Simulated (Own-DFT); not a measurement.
# Response to strain: diamond-structure SiGeSn with randomly placed atoms, 64 atoms (Ge44Si16Sn4)

All numbers below are calculated, not measured. They come from Own-DFT, an in-house plane-wave density functional program, since retired, whose code no person has reviewed. Each row is one single-point run on a periodic cell that was not relaxed, without spin or spin-orbit coupling.

Settings of every run: PBE; PseudoDojo norm-conserving scalar-relativistic files; cutoff 49 hartree; 3 x 3 x 3 k mesh centred on Gamma; Fermi-Dirac smearing of 0.1 eV.

Known limits: forces on such cells moved up to 12 meV/angstrom on a denser k mesh; stress not checked against mesh or cutoff.

Unstrained cell vectors in Å: (11.306, 0.000, 0.000); (0.000, 11.306, 0.000); (0.000, 0.000, 11.306). The unstrained cell has measured lattice constants (interpolated for alloys), not those of this functional. That, the random moves and any unrelaxed bonds set the pressure at no strain. Each run strains this cell uniformly, with the atoms carried along. Every atom was also moved at random, by a Gaussian of width 0.05 Å on each axis. The random placing of the alloy's atoms differs from row to row. Strain is the symmetric tensor, in per cent. Stress is positive in tension, and the pressure is minus a third of its trace.

```
run  e_xx (%)  e_yy (%)  e_zz (%)  s_xx (GPa)  s_yy (GPa)  s_zz (GPa)  P (GPa)  E (meV/atom)
  1      2.00      2.00      0.00       -0.86       -0.70       -2.05     1.20           2.8
  2     -2.00     -2.00      0.00       -8.39       -8.21       -6.90     7.83          58.8
  3      2.25      2.25      0.00       -0.48       -0.51       -2.02     1.00          10.7
  4     -2.25     -2.25      0.00       -9.05       -9.00       -7.28     8.45          71.5
  5     -1.75     -1.75      0.00       -8.01       -7.94       -6.86     7.60          71.6
  6     -3.00     -3.00      0.00      -10.71      -10.64       -8.73    10.03          94.3
  7     -1.25     -1.25      0.00       -6.95       -6.84       -6.27     6.69          66.3
  8      3.00      3.00      0.00        0.71        0.70       -1.14    -0.09           0.0
  9      1.50      1.50      0.00           ?           ?           ?        ?             ?
```

E is the free energy for each atom above the lowest run shown.

## Worked fit

The change of volume is close to e_xx + e_yy + e_zz. A straight line through the runs shown gives P = 4.76 - 83 x (fractional change of volume) GPa, with an error of 2 on the slope and a scatter of 0.22 GPa. The strain isn't the same on all axes, but the crystal is cubic, so the slope still estimates the bulk modulus, averaged over pressures from -0.1 to 10.0 GPa.

## Withheld run

Question: what pressure should run 9 give? Its volume changes by 3.02 %.

The line gives 2.2 GPa. The calculation gave 1.98 GPa.
